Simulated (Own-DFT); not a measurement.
# Strain and stress in zincblende GaAs, 64 atoms (As32Ga32)

Calculated, not measured: single-point runs of Own-DFT, a retired in-house plane-wave DFT program that no person has reviewed, on unrelaxed cells, without spin or spin-orbit coupling.

Settings: PBE; PseudoDojo norm-conserving scalar-relativistic files; cutoff 42 hartree; 3 x 3 x 3 k mesh centred on Gamma; Fermi-Dirac smearing of 0.1 eV.

Known weak points: forces not confirmed at this smearing and k mesh; stress not checked against mesh or cutoff.

Unstrained cell vectors in Å: (11.307, 0.000, 0.000); (0.000, 11.307, 0.000); (0.000, 0.000, 11.307). The unstrained cell has measured lattice constants (interpolated for alloys), not those of this functional. That, the random moves and any unrelaxed bonds set the pressure at no strain. In each run the cell takes a homogeneous strain; fractional positions stay. Each coordinate of each atom was shifted by a normal deviate of width 0.05 Å. Strains are tensor components in per cent; tension counts as positive stress, and P is minus the mean normal stress.

| run | e_xx (%) | e_yy (%) | e_zz (%) | e_yz (%) | e_xz (%) | e_xy (%) | s_xx (GPa) | s_yy (GPa) | s_zz (GPa) | s_yz (GPa) | s_xz (GPa) | s_xy (GPa) | P (GPa) | E (meV/atom) |
|---|---|---|---|---|---|---|---|---|---|---|---|---|---|---|
| 1 | 1.78 | -0.54 | -1.48 | -1.83 | -0.01 | 1.20 | -3.37 | -4.72 | -5.29 | -2.92 | 0.47 | 2.48 | 4.46 | 29.9 |
| 2 | -0.79 | -0.10 | -0.60 | 1.81 | -0.32 | 1.47 | -5.49 | -5.26 | -5.43 | 2.43 | -1.22 | 2.35 | 5.39 | 33.1 |
| 3 | -0.50 | 0.21 | -1.54 | -0.49 | -0.61 | -2.00 | -5.73 | -5.33 | -6.11 | -1.36 | -1.25 | -4.36 | 5.72 | 35.0 |
| 4 | 0.33 | -0.51 | -0.72 | 1.42 | 1.03 | 1.36 | -4.66 | -5.12 | -5.23 | 2.34 | 1.12 | 2.88 | 5.00 | 29.5 |
| 5 | -0.09 | 0.04 | -0.20 | -0.53 | 0.10 | -1.09 | -4.10 | -4.20 | -4.23 | -1.47 | 0.11 | -1.57 | 4.18 | 11.0 |
| 6 | 1.76 | -0.69 | 0.92 | 1.82 | -0.51 | 1.03 | -2.08 | -3.33 | -2.70 | 2.61 | -1.11 | 1.67 | 2.70 | 12.8 |
| 7 | -0.57 | -0.39 | 1.27 | 1.89 | 1.33 | -0.86 | -4.42 | -4.42 | -3.31 | 3.48 | 1.93 | -1.62 | 4.05 | 23.6 |
| 8 | 0.94 | 1.86 | -0.66 | 1.97 | 0.53 | 1.62 | -2.70 | -2.26 | -3.44 | 2.75 | 1.10 | 2.24 | 2.80 | 23.1 |
| 9 | 0.07 | -0.96 | -0.69 | 0.05 | 0.58 | 0.27 | -5.16 | -5.76 | -5.47 | -0.02 | 1.77 | 1.18 | 5.47 | 31.0 |
| 10 | 1.75 | -1.76 | 0.68 | -1.70 | -0.41 | 1.06 | -2.71 | -4.65 | -3.50 | -2.55 | -0.63 | 1.50 | 3.62 | 16.1 |
| 11 | -0.70 | 1.04 | 0.27 | 0.70 | 0.38 | -1.21 | -3.92 | -2.89 | -3.44 | 1.50 | 0.83 | -1.61 | 3.42 | 0.0 |
| 12 | 1.40 | 0.19 | -0.41 | 1.73 | 0.31 | -0.28 | -2.63 | -3.46 | -3.73 | 2.54 | 0.63 | -0.12 | 3.27 | 15.8 |
| 13 | -1.67 | -0.42 | 0.84 | -1.81 | 0.50 | -0.20 | -5.98 | -5.36 | -4.53 | -3.22 | 1.34 | -0.05 | 5.29 | 34.8 |
| 14 | 0.07 | 1.73 | 0.50 | -0.21 | -0.31 | 1.63 | -2.75 | -1.80 | -2.46 | -0.54 | 0.29 | 2.15 | 2.34 | 2.9 |
| 15 | -0.61 | -0.49 | 0.11 | -1.81 | -1.23 | 0.11 | ? | ? | ? | ? | ? | ? | ? | ? |

E is the free energy per atom, counted from the lowest run shown.

## Analysis

Regress every stress component on the fractional strains (shears doubled) of the visible runs, with a constant. Shear strains stay in the fit of a normal stress only where such slopes are resolved. The slopes, in GPa:

| stress | at no strain | per e_xx | per e_yy | per e_zz | scatter |
|---|---|---|---|---|---|
| s_xx | -4.2 | 115 ± 5 | 59 ± 5 | 64 ± 6 | 0.18 |
| s_yy | -4.2 | 61 ± 5 | 115 ± 6 | 66 ± 6 | 0.19 |
| s_zz | -4.2 | 54 ± 3 | 62 ± 3 | 115 ± 4 | 0.12 |

The slope of each shear stress on twice its own strain, from a fit on all six strains: yz 78 ± 4, xz 95 ± 11, xy 86 ± 7 GPa. These are stiffnesses along x, y and z of the frame in which the cell vectors are given, which need not be the crystal's axes. No internal relaxation is included, and where it is allowed it would reduce some of the slopes. The table should be nearly symmetric about its diagonal, and what it lacks of that shows the noise. A ninth of the table's sum, 79 ± 3 GPa, estimates the bulk modulus near the mean pressure of these runs, 4.1 GPa, so it lies above the value at zero pressure.

## Prediction

Question: what normal stresses and pressure should run 15 give?

From the fit: s_xx = -5.1, s_yy = -5.1, s_zz = -4.7 and P = 5.0 GPa. DFT gave -5.10, -5.08, -4.82 and P = 5.00 GPa.
